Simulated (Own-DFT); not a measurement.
# Point defects and the pressure they add: wurtzite GaN

Calculated, not measured: single-point runs of Own-DFT, a retired in-house plane-wave DFT program that no person has reviewed, on unrelaxed cells, without spin or spin-orbit coupling.

Method: PBE; PseudoDojo norm-conserving scalar-relativistic files; cutoff 42 hartree; 4 x 4 x 3 k mesh centred on Gamma; Fermi-Dirac smearing of 0.1 eV.

Limits (not all hold for every row): some atoms lie very close together; not probed for a lower state with spin; forces not confirmed at this smearing and k mesh; stress not checked against mesh or cutoff.

All runs share one cell, with vectors in Å (9.567, 0.000, 0.000); (-4.784, 8.285, 0.000); (0.000, 0.000, 10.370) and a volume of 822.0 Å³. The atoms are randomly displaced, by u rms on each axis. The defect's site can differ from row to row.

```
               cell  formula   u (Å)  P (GPa)
          no defect  Ga36N36  0.0202     5.93
          no defect  Ga36N36  0.0203     5.98
          no defect  Ga36N36  0.0540     7.96
one Ga on an N site  Ga37N35  0.0294    11.97
one Ga on an N site  Ga37N35  0.0326    12.31
one Ga on an N site  Ga37N35  0.0507    14.16
 one N on a Ga site  Ga35N37  0.0301     5.48
 one N on a Ga site  Ga35N37  0.0316        ?
 one N on a Ga site  Ga35N37  0.0494     6.61
 one N on a Ga site  Ga35N37  0.0533     7.06
```

## Analysis

P = P0 + c u² + a shift for each defect gives P0 = 5.51 GPa, c = 900 ± 88 GPa/Å² and a scatter of 0.25 GPa. The shifts, and each times the cell's volume:

- one Ga on an N site: 5.96 ± 0.20 GPa, 30.6 eV
- one N on a Ga site: -0.98 ± 0.22 GPa, -5.0 eV

A positive shift means that the defect pushes the cell outwards. Shift times volume (160.2 GPa Å³ is 1 eV) depends little on the cell's size, so, taken for each site, it can be compared between cells at like pressure. The atoms around the defects weren't relaxed, which would change these numbers.

## Withheld run

The question: what pressure belongs in the blank (one N on a Ga site, u = 0.0316 Å)?

Estimate: 5.42 ± 0.30 GPa. The calculation gave 5.48 GPa.
